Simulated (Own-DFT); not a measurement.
## Calculated data, SiC (2H silicon carbide, atoms displaced)

All values are calculated (Own-DFT development build). A calculation, not a measurement: plane-wave PBE density functional theory by an unreviewed code, no spin, of a simulated periodic cell, stress positive in tension, free energy of the whole cell less one offset for each atom, forces on such cells passed a denser k mesh, this cell's mesh not checked; offsets are fitted by least squares, one for each functional and potential file, so energies compare only between cells with the same atoms and settings and are not formation energies; the far tail of each file's local potential was reset to the Coulomb form; each entry is a single point on an unrelaxed cell, so the pressure reflects the starting lattice, mostly measured values (interpolated for alloys), from which strain is counted, and rises with the displacements; printed positions are rounded, which can move forces by about a meV/angstrom; the program, named Own-DFT, is a retired in-house code; no spin-orbit coupling.

Common to all runs: functional PBE; potential files PseudoDojo norm-conserving, scalar-relativistic, standard set; wave cutoff 42 hartree; occupations Fermi-Dirac; smearing width 0.1 eV; hardware one NVIDIA H100; k mesh 5 x 5 x 3 centred on Gamma.

```json
{"entry": 1, "formula": "SiC", "kind": "2H silicon carbide, atoms displaced", "structure": {"cell_angstrom": [[6.1654, 0.0, 0.0], [-3.0827, 5.3394, 0.0], [0.0, 0.0, 10.0681]], "atoms_fractional": [["Si", 0.00477, 0.00416, 0.00727], ["Si", 0.16322, 0.31732, 0.24657], ["C", 0.99276, 0.00099, 0.20524], ["C", 0.1576, 0.31893, 0.43496], ["Si", 0.99169, 0.00901, 0.50087], ["Si", 0.18836, 0.33848, 0.75007], ["C", 0.9869, 0.99178, 0.68082], ["C", 0.15095, 0.32697, 0.93198], ["Si", 0.01377, 0.50184, 0.9984], ["Si", 0.17521, 0.82899, 0.24668], ["C", 0.01062, 0.51036, 0.19432], ["C", 0.16072, 0.83285, 0.43881], ["Si", 0.02048, 0.53371, 0.49793], ["Si", 0.16729, 0.84362, 0.74921], ["C", 0.97895, 0.4977, 0.68733], ["C", 0.17509, 0.82298, 0.94029], ["Si", 0.50616, 0.02386, 0.00116], ["Si", 0.66369, 0.35882, 0.24714], ["C", 0.50144, 0.00654, 0.19122], ["C", 0.66466, 0.3218, 0.44328], ["Si", 0.50272, 0.99477, 0.49726], ["Si", 0.66723, 0.33258, 0.75497], ["C", 0.49284, 0.00223, 0.69429], ["C", 0.67402, 0.35079, 0.93403], ["Si", 0.4927, 0.49609, 0.00761], ["Si", 0.66992, 0.84112, 0.24068], ["C", 0.49735, 0.49959, 0.18194], ["C", 0.65945, 0.82436, 0.44877], ["Si", 0.49358, 0.4983, 0.49464], ["Si", 0.66672, 0.8344, 0.74289], ["C", 0.51755, 0.50539, 0.69167], ["C", 0.66892, 0.82994, 0.92814]]}, "results": {"free_energy_of_cell_above_offsets [eV]": "-1.248", "pressure [GPa]": 5.91, "stress_xx [GPa]": -3.33, "stress_yy [GPa]": -8.48, "stress_zz [GPa]": -5.91, "stress_yz [GPa]": 1.87, "stress_xz [GPa]": 0.73, "stress_xy [GPa]": -0.89, "force_element": ["Si", "Si", "C", "C", "Si", "Si", "C", "C", "Si", "Si", "C", "C", "Si", "Si", "C", "C", "Si", "Si", "C", "C", "Si", "Si", "C", "C", "Si", "Si", "C", "C", "Si", "Si", "C", "C"], "force_x [eV/angstrom]": [-0.552, -1.168, 2.254, -0.111, 1.298, -2.684, 1.397, 2.479, -1.997, -1.045, -0.288, 0.498, -0.964, -0.549, 3.673, -1.354, 1.561, 3.386, 0.143, -0.454, -1.605, -0.129, 0.805, 0.024, 0.094, -1.784, -1.383, 0.084, 1.186, -0.618, -1.815, -0.38], "force_y [eV/angstrom]": [-1.708, 3.156, -1.492, 2.972, -1.714, -0.395, 2.089, -0.311, 0.044, 1.236, -2.078, 3.179, -5.771, -1.901, 1.336, 2.595, -1.98, -2.676, 1.28, 2.464, 0.599, -0.101, -0.198, -0.648, 1.32, -1.0, 0.963, 0.474, -1.917, 0.183, -0.722, 0.72], "force_z [eV/angstrom]": [-1.631, 2.028, -3.677, -0.11, -0.26, -1.533, 1.578, 1.92, 0.752, 1.901, -1.958, -1.505, 1.477, 0.189, -0.091, 0.077, -0.995, 2.216, -1.06, -1.803, 1.412, -1.43, -1.483, 2.473, -4.601, 2.617, 1.822, -2.941, 1.721, 1.198, -1.377, 3.075], "wall_time [s]": 126.7}}
{"entry": 2, "formula": "SiC", "kind": "2H silicon carbide, atoms displaced", "structure": {"cell_angstrom": [[6.1654, 0.0, 0.0], [-3.0827, 5.3394, 0.0], [0.0, 0.0, 10.0681]], "atoms_fractional": [["Si", 0.00709, 0.99828, 0.00527], ["Si", 0.17185, 0.32745, 0.24711], ["C", 0.00562, 0.00712, 0.19256], ["C", 0.1752, 0.33824, 0.43479], ["Si", 0.01694, 0.00734, 0.49968], ["Si", 0.18359, 0.3244, 0.76588], ["C", 0.99412, 0.01478, 0.68219], ["C", 0.15642, 0.31923, 0.94061], ["Si", 0.99119, 0.49307, 0.00397], ["Si", 0.15373, 0.81494, 0.24709], ["C", 0.00787, 0.50266, 0.20046], ["C", 0.16909, 0.83082, 0.431], ["Si", 0.01971, 0.50356, 0.4973], ["Si", 0.17417, 0.843, 0.74915], ["C", 0.96186, 0.48683, 0.67456], ["C", 0.17738, 0.84157, 0.93856], ["Si", 0.50252, 0.00627, 0.99698], ["Si", 0.66939, 0.31416, 0.24156], ["C", 0.50363, 0.0126, 0.18553], ["C", 0.65416, 0.33444, 0.44036], ["Si", 0.47169, 0.99316, 0.49551], ["Si", 0.67832, 0.34185, 0.74737], ["C", 0.4823, 0.99097, 0.68844], ["C", 0.64668, 0.31854, 0.92279], ["Si", 0.50071, 0.50007, 0.01113], ["Si", 0.66803, 0.83277, 0.2483], ["C", 0.51127, 0.50597, 0.17915], ["C", 0.66678, 0.8377, 0.44519], ["Si", 0.51799, 0.52253, 0.49293], ["Si", 0.65703, 0.84317, 0.74992], ["C", 0.513, 0.51259, 0.69409], ["C", 0.67212, 0.85208, 0.93966]]}, "results": {"free_energy_of_cell_above_offsets [eV]": "-0.451", "pressure [GPa]": 7.12, "stress_xx [GPa]": -4.09, "stress_yy [GPa]": -7.74, "stress_zz [GPa]": -9.53, "stress_yz [GPa]": -0.18, "stress_xz [GPa]": 1.76, "stress_xy [GPa]": -0.84, "force_element": ["Si", "Si", "C", "C", "Si", "Si", "C", "C", "Si", "Si", "C", "C", "Si", "Si", "C", "C", "Si", "Si", "C", "C", "Si", "Si", "C", "C", "Si", "Si", "C", "C", "Si", "Si", "C", "C"], "force_x [eV/angstrom]": [-1.113, 0.618, 0.121, 0.91, -1.754, -1.655, 1.504, 0.288, 0.163, 0.561, -0.119, -1.781, -2.77, -3.012, 5.842, -1.042, 0.3, -1.655, 0.132, 2.055, 3.775, -3.458, 0.88, 0.926, -0.35, -0.328, 0.093, 0.058, -0.705, 1.628, -1.157, 1.048], "force_y [eV/angstrom]": [-0.466, 1.448, -1.856, -0.049, 0.058, 1.24, -0.827, 1.74, 0.289, 3.967, -2.593, -0.936, -1.289, -2.245, 3.297, -1.841, -0.334, 3.744, -4.082, -0.427, 2.184, -1.88, 1.645, 2.28, 0.547, 0.599, -0.761, 2.222, -2.722, -0.416, -0.659, -1.877], "force_z [eV/angstrom]": [-0.754, 1.235, -0.808, -0.35, -0.177, -4.203, 1.708, 2.493, -1.293, 0.748, -3.207, 0.037, -0.149, -0.219, 1.504, 0.349, 0.325, 3.518, -0.94, -1.797, 1.483, -0.983, -1.304, 4.229, -6.09, 0.897, 4.237, -2.349, 2.417, 0.063, -0.882, 0.26], "wall_time [s]": 125.5}}
{"entry": 3, "formula": "SiC", "kind": "2H silicon carbide, atoms displaced", "structure": {"cell_angstrom": [[6.1654, 0.0, 0.0], [-3.0827, 5.3394, 0.0], [0.0, 0.0, 10.0681]], "atoms_fractional": [["Si", 0.99417, 0.9847, 0.98961], ["Si", 0.19063, 0.33766, 0.24998], ["C", 0.02032, 0.99672, 0.19051], ["C", 0.15675, 0.32479, 0.44459], ["Si", 0.02567, 0.00453, 0.50386], ["Si", 0.16607, 0.33611, 0.76388], ["C", 0.0058, 0.01704, 0.67676], ["C", 0.16641, 0.33296, 0.93567], ["Si", 0.00506, 0.50524, 3e-05], ["Si", 0.16802, 0.80839, 0.25059], ["C", 0.01893, 0.49635, 0.18648], ["C", 0.17546, 0.83809, 0.43734], ["Si", 0.99236, 0.49846, 0.49248], ["Si", 0.17402, 0.855, 0.74075], ["C", 0.01156, 0.49949, 0.69118], ["C", 0.1668, 0.86109, 0.94443], ["Si", 0.48518, 0.99916, 0.00232], ["Si", 0.66388, 0.32889, 0.24716], ["C", 0.52882, 0.02268, 0.1869], ["C", 0.66322, 0.32343, 0.43732], ["Si", 0.50669, 0.01676, 0.5045], ["Si", 0.65877, 0.323, 0.75511], ["C", 0.48541, 0.98859, 0.69166], ["C", 0.66774, 0.34446, 0.94334], ["Si", 0.5043, 0.49609, 0.00704], ["Si", 0.67287, 0.82695, 0.2464], ["C", 0.50124, 0.50247, 0.18804], ["C", 0.69461, 0.83828, 0.43709], ["Si", 0.52431, 0.51882, 0.50827], ["Si", 0.6637, 0.82262, 0.74321], ["C", 0.50074, 0.49294, 0.68463], ["C", 0.66474, 0.83189, 0.94273]]}, "results": {"free_energy_of_cell_above_offsets [eV]": "-1.145", "pressure [GPa]": 6.35, "stress_xx [GPa]": -5.77, "stress_yy [GPa]": -4.94, "stress_zz [GPa]": -8.34, "stress_yz [GPa]": -0.83, "stress_xz [GPa]": 1.31, "stress_xy [GPa]": 1.17, "force_element": ["Si", "Si", "C", "C", "Si", "Si", "C", "C", "Si", "Si", "C", "C", "Si", "Si", "C", "C", "Si", "Si", "C", "C", "Si", "Si", "C", "C", "Si", "Si", "C", "C", "Si", "Si", "C", "C"], "force_x [eV/angstrom]": [-3.757, -2.251, -0.927, 1.907, -2.206, 0.407, -0.125, 0.186, -0.063, -0.137, -1.14, 1.104, 1.901, -1.825, -2.217, 4.212, 2.327, 1.158, -0.892, -0.688, 1.575, 1.183, 2.601, 1.07, -1.576, 1.001, 1.772, -1.817, -1.781, 0.081, 0.059, -1.14], "force_y [eV/angstrom]": [3.58, -2.594, -0.487, 2.316, 0.37, 0.434, -1.046, 0.088, 0.203, 3.724, -0.971, -1.028, -0.151, -3.169, 0.6, -4.225, 1.221, 1.78, -4.096, 2.333, -3.12, 1.503, 1.876, -1.35, 0.817, 2.557, 0.135, 0.135, -1.668, 0.729, -0.025, -0.472], "force_z [eV/angstrom]": [4.072, 1.658, -1.114, -1.667, -2.931, -4.651, 4.06, 2.906, -0.28, -0.057, -0.004, 0.116, 1.991, 2.005, -0.223, -3.356, 0.155, 1.079, -0.117, -0.534, -0.75, -0.458, -0.764, -0.575, -1.568, 0.96, 0.065, 0.539, -2.684, 1.224, 2.412, -1.507], "wall_time [s]": 116.5}}
{"entry": 4, "formula": "SiC", "kind": "2H silicon carbide, atoms displaced", "structure": {"cell_angstrom": [[6.1654, 0.0, 0.0], [-3.0827, 5.3394, 0.0], [0.0, 0.0, 10.0681]], "atoms_fractional": [["Si", 0.99686, 0.00959, 0.99307], ["Si", 0.16386, 0.34238, 0.25317], ["C", 0.00161, 0.99698, 0.17994], ["C", 0.17163, 0.35283, 0.44281], ["Si", 0.01401, 0.00689, 0.50783], ["Si", 0.16162, 0.3332, 0.74861], ["C", 0.99391, 0.01701, 0.69259], ["C", 0.17693, 0.32567, 0.92962], ["Si", 0.00898, 0.50558, 0.0002], ["Si", 0.18078, 0.83903, 0.24555], ["C", 0.00186, 0.50375, 0.18789], ["C", 0.17894, 0.83901, 0.43725], ["Si", 0.00088, 0.48788, 0.50727], ["Si", 0.17437, 0.85867, 0.75399], ["C", 0.01217, 0.5062, 0.6903], ["C", 0.15463, 0.83071, 0.94215], ["Si", 0.48591, 0.98474, 0.99521], ["Si", 0.67374, 0.31751, 0.25508], ["C", 0.49645, 0.99972, 0.1845], ["C", 0.66822, 0.33311, 0.43869], ["Si", 0.49353, 0.99172, 0.49666], ["Si", 0.66027, 0.32266, 0.74574], ["C", 0.51599, 0.0044, 0.68247], ["C", 0.66425, 0.34358, 0.93133], ["Si", 0.50329, 0.50154, 0.99846], ["Si", 0.6551, 0.82588, 0.25879], ["C", 0.50168, 0.49341, 0.18774], ["C", 0.66849, 0.84566, 0.44442], ["Si", 0.5023, 0.51328, 0.4963], ["Si", 0.67179, 0.82268, 0.75364], ["C", 0.5057, 0.49876, 0.68471], ["C", 0.64006, 0.82144, 0.93005]]}, "results": {"free_energy_of_cell_above_offsets [eV]": "-2.841", "pressure [GPa]": 4.92, "stress_xx [GPa]": -3.6, "stress_yy [GPa]": -3.84, "stress_zz [GPa]": -7.32, "stress_yz [GPa]": -0.67, "stress_xz [GPa]": 0.6, "stress_xy [GPa]": 0.62, "force_element": ["Si", "Si", "C", "C", "Si", "Si", "C", "C", "Si", "Si", "C", "C", "Si", "Si", "C", "C", "Si", "Si", "C", "C", "Si", "Si", "C", "C", "Si", "Si", "C", "C", "Si", "Si", "C", "C"], "force_x [eV/angstrom]": [-0.432, 1.488, -1.105, 1.587, -0.768, 1.179, 1.93, -1.666, -0.873, -2.62, 0.28, -1.917, -2.113, 1.171, -1.691, 0.284, -0.264, -1.672, 1.8, -0.071, 0.258, 0.952, -1.289, 1.664, -0.151, 1.776, -0.288, 1.886, 1.229, -2.015, -0.496, 1.947], "force_y [eV/angstrom]": [-1.526, -1.465, 0.593, -2.366, 0.121, 2.148, -1.972, 1.435, -1.742, -0.327, -0.154, -1.175, 2.269, -1.919, 0.88, 0.587, 2.577, 1.943, -0.481, 0.042, 2.109, 1.743, -1.248, -1.585, -0.68, 0.398, 0.213, -0.464, -0.876, 0.249, -0.346, 1.02], "force_z [eV/angstrom]": [1.366, -0.943, 1.891, -1.129, -1.603, 0.03, -0.602, 1.39, -0.733, 0.682, -0.142, -0.069, -0.409, -0.871, 0.352, -1.125, 0.412, -1.106, -0.057, 0.334, 1.37, 0.121, 0.997, 1.061, 0.609, -2.229, 0.803, -0.952, 0.917, -1.916, -0.195, 1.748], "wall_time [s]": 126.5}}
```
